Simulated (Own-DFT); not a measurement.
# What random displacements cost in diamond germanium, 16 atoms (Ge16)

Calculated results; nothing here was measured. They come from Own-DFT, an in-house plane-wave density functional program, since retired, whose code no person has reviewed. Each row is one single-point run on a periodic cell that was not relaxed, without spin or spin-orbit coupling.

Settings of every run: PBE; PseudoDojo norm-conserving scalar-relativistic files; cutoff 42 hartree; 5 x 5 x 5 k mesh centred on Gamma; Fermi-Dirac smearing of 0.1 eV.

Known limits: k mesh not checked against a denser one; stress not checked against mesh or cutoff.

Cell vectors in Å: (0.000, 5.658, 5.658); (5.658, 0.000, 5.658); (5.658, 5.658, 0.000). In each run every atom was moved at random and independently from its ideal site; u is the rms move along one axis. E is the free energy for each atom above the fitted value at u = 0, and F the rms of the force components.

| run | u (Å) | E (meV/atom) | F (eV/Å) | largest force (eV/Å) | P (GPa) |
|---|---|---|---|---|---|
| 1 | 0.0196 | 6.1 | 0.250 | 0.73 | 3.86 |
| 2 | 0.0216 | 9.4 | 0.322 | 0.87 | 3.91 |
| 3 | 0.0249 | 11.7 | 0.366 | 1.04 | 3.93 |
| 4 | 0.0505 | 46.4 | 0.772 | 2.89 | 4.34 |
| 5 | 0.0554 | ? | ? | ? | ? |
| 6 | 0.0831 | 102.9 | 1.100 | 3.03 | 5.00 |
| 7 | 0.1042 | 209.1 | 1.634 | 4.67 | 6.47 |
| 8 | 0.1082 | 234.9 | 1.912 | 6.36 | 6.76 |
| 9 | 0.1756 | 569.5 | 3.222 | 8.93 | 11.55 |

## Worked fit

For small independent moves the energy grows as E = (3/2) K u², with K the mean stiffness felt by one atom. The runs with u up to 0.11 Å give K = 12.1 ± 0.7 eV/Å², with residuals divided by u² + 0.0006 Å², since the noise grows with the moves. The scatter is 5.4 meV/atom at u = 0.05 Å. The forces follow F = G u with G = 15.0 eV/Å²; no force at u = 0 is resolved. G exceeds K because the moves of its neighbours add to the force on an atom, and stiffness differs between atoms. At u = 0.176 Å the parabola gives 562 meV/atom and the run 569. The pressure follows P = 3.72 + 246 u² GPa: at fixed volume, shortened bonds push harder than stretched ones pull.

## Withheld run

Question: what energy and rms force should run 5 give?

The fit gives 56 ± 7 meV/atom and about 0.83 eV/Å. The calculation gave 52.2 meV/atom and 0.835 eV/Å.
